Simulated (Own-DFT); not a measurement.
# Strain and stress in wurtzite GaN, 72 atoms (Ga36N36)

These are calculations, not measurements. The program, named Own-DFT, is a retired in-house plane-wave density functional code that no person has reviewed. Each row is one single-point run on a periodic cell that was not relaxed, without spin or spin-orbit coupling.

Settings of every run: PBE; PseudoDojo norm-conserving scalar-relativistic files (stringent for Ga); cutoff 96 hartree; 4 x 4 x 3 k mesh centred on Gamma; Gaussian smearing of 0.01 eV.

Known limits: forces not confirmed at this smearing and k mesh; stress not checked against mesh or cutoff.

Unstrained cell vectors in Å: (9.567, 0.000, 0.000); (-4.784, 8.285, 0.000); (0.000, 0.000, 10.370). The unstrained cell has measured lattice constants (interpolated for alloys), not those of this functional. That, the random moves and any unrelaxed bonds set the pressure at no strain. Each run strains this cell uniformly, with the atoms carried along. Every atom was also moved at random, by a Gaussian of width 0.05 Å on each axis. Strain is the symmetric tensor, in per cent. Stress is positive in tension, and the pressure is minus a third of its trace.

```
run  e_xx (%)  e_yy (%)  e_zz (%)  s_xx (GPa)  s_yy (GPa)  s_zz (GPa)  P (GPa)  E (meV/atom)
  1      0.75      0.75      0.00       -2.97       -2.29       -6.15     3.80           0.0
  2     -3.00     -3.00      0.00      -24.53      -25.00      -12.78    20.77          77.5
  3     -0.50     -0.50      0.00       -9.04       -9.39       -8.68     9.04          23.7
  4     -2.25     -2.25      0.00      -19.61      -21.62      -10.57    17.27          64.1
  5      3.00      3.00      0.00        6.56        6.40       -4.60    -2.79          28.6
  6      2.50      2.50      0.00        5.93        4.68       -4.47    -2.04           7.3
  7     -1.25     -1.25      0.00      -14.43      -14.80       -8.01    12.41          35.1
  8     -1.75     -1.75      0.00      -16.96      -18.42       -9.28    14.89          50.6
  9     -1.00     -1.00      0.00           ?           ?           ?        ?             ?
```

E is the free energy for each atom above the lowest run shown.

## Worked fit

The change of volume is close to e_xx + e_yy + e_zz. A straight line through the runs shown gives P = 8.02 - 198 x (fractional change of volume) GPa, with an error of 8 on the slope and a scatter of 0.96 GPa. The strain isn't the same on all axes and the cell isn't cubic, so the slope belongs to this path and is not the bulk modulus.

## Withheld run

Question: what pressure should run 9 give? Its volume changes by -1.99 %.

The line gives 12.0 GPa. The calculation gave 10.99 GPa.
